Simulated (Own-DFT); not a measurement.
# Strain and stress in diamond germanium, 64 atoms (AsGe63), with one As on a Ge site

These are calculations, not measurements. The program, named Own-DFT, is a retired in-house plane-wave density functional code that no person has reviewed. Each row is one single-point run on a periodic cell that was not relaxed, without spin or spin-orbit coupling.

Settings of every run: PBE; PseudoDojo norm-conserving scalar-relativistic files; cutoff 42 hartree; 3 x 3 x 3 k mesh centred on Gamma; Fermi-Dirac smearing of 0.1 eV.

Known limits: odd electron count, so a state with spin may lie lower; forces on such cells failed a check on a denser k mesh; stress not checked against mesh or cutoff.

Unstrained cell vectors in Å: (11.316, 0.000, 0.000); (0.000, 11.316, 0.000); (0.000, 0.000, 11.316). The unstrained cell has measured lattice constants (interpolated for alloys), not those of this functional. That, the random moves and any unrelaxed bonds set the pressure at no strain. Each run strains this cell uniformly, with the atoms carried along. Every atom was also moved at random, by a Gaussian of width 0.05 Å on each axis. The defect's site can differ from row to row. Strain is the symmetric tensor, in per cent. Stress is positive in tension, and the pressure is minus a third of its trace.

```
run  e_xx (%)  e_yy (%)  e_zz (%)  e_yz (%)  e_xz (%)  e_xy (%)  s_xx (GPa)  s_yy (GPa)  s_zz (GPa)  s_yz (GPa)  s_xz (GPa)  s_xy (GPa)  P (GPa)  E (meV/atom)
  1     -1.35      0.32      1.66      1.53      0.13     -1.98       -5.39       -4.62       -3.60        2.30        0.45       -3.70     4.54          25.7
  2      1.21     -0.29     -0.93      0.20     -1.46      1.82       -4.10       -5.07       -5.46        0.55       -3.11        3.02     4.88          19.5
  3     -0.28     -1.36      1.60     -0.03     -0.26     -0.02       -4.89       -5.53       -3.62       -0.16       -0.86       -0.62     4.68           8.9
  4     -0.55      0.22     -0.38     -1.12      0.73     -1.41       -5.74       -5.42       -5.62       -1.95        1.15       -3.39     5.59          32.1
  5      1.03      0.06     -0.61     -1.52     -1.74     -0.23       -3.88       -4.48       -4.96       -2.58       -3.10       -0.95     4.44          12.9
  6      0.22      0.38      0.34     -0.30      1.69     -0.25       -4.02       -3.90       -4.01       -0.03        3.14       -0.68     3.98           3.5
  7     -0.50      1.87     -0.38     -0.80      1.28      0.07       -4.50       -2.96       -4.41       -1.81        1.67        0.31     3.96           6.0
  8     -1.83     -0.88      1.48      0.30     -0.10     -0.49       -6.33       -6.08       -4.38        0.52       -0.10       -0.15     5.60          16.4
  9      1.19     -1.21     -1.34     -0.04     -1.32     -0.11       -4.68       -6.17       -6.28       -0.58       -2.29       -0.85     5.71          17.7
 10     -1.15     -0.87      0.36     -0.57      0.49     -0.37       -6.24       -6.19       -5.41       -0.54        0.99       -0.51     5.95          19.9
 11      0.70     -0.31     -1.99      0.18      1.37     -1.01       -5.34       -5.91       -6.87        0.99        1.96       -1.57     6.04          29.8
 12     -1.20      1.99      0.87     -1.45      0.55     -0.06       -4.40       -2.57       -3.32       -2.20        0.93       -0.68     3.43           0.0
 13     -0.11      0.53      1.33      0.27     -1.78     -0.32       -3.85       -3.57       -3.03        0.51       -2.95        0.28     3.48           6.7
 14      1.65      1.22     -0.15     -0.91     -1.83      0.56       -2.46       -2.80       -3.58       -1.55       -2.36        0.84     2.95          12.4
 15     -1.50     -0.24     -1.30      1.90     -1.45     -1.83       -8.16       -7.42       -8.03        3.50       -2.00       -3.83     7.87          72.7
 16      0.14      1.87      0.88      0.72     -0.04      1.94       -3.34       -2.37       -2.83        1.37       -0.32        3.39     2.84           8.3
 17     -0.11     -0.17      1.82      1.43      1.68      0.32           ?           ?           ?           ?           ?           ?        ?             ?
```

E is the free energy for each atom above the lowest run shown.

## Worked fit

Each stress component was fitted by least squares to a constant and the strains of the runs shown, as fractions, with shears doubled. Shear strains stay in the fit of a normal stress only where such slopes are resolved. The slopes, in GPa:

```
stress,at no strain,per e_xx,per e_yy,per e_zz,scatter
s_xx,-4.8,124 ± 7,50 ± 6,68 ± 6,0.24
s_yy,-4.9,65 ± 7,113 ± 6,63 ± 7,0.26
s_zz,-4.8,63 ± 6,49 ± 5,128 ± 6,0.22
```

Each shear stress against twice its own strain: yz 87 ± 6, xz 79 ± 5, xy 93 ± 9 GPa. These are stiffnesses along x, y and z of the frame in which the cell vectors are given, which need not be the crystal's axes. The atoms are held to the strained lattice; where symmetry lets them move under strain, relaxing them would lower some slopes. The table should be nearly symmetric about its diagonal, and what it lacks of that shows the noise. A ninth of its sum, 80 ± 4 GPa, estimates the bulk modulus near the mean pressure of these runs, 4.7 GPa, so it lies above the value at zero pressure.

## Withheld run

Question: what normal stresses and pressure should run 17 give?

The fit gives s_xx = -3.8, s_yy = -4.0, s_zz = -2.7 and P = 3.5 GPa. The calculation gave -4.17, -4.19, -2.83 and P = 3.73 GPa.
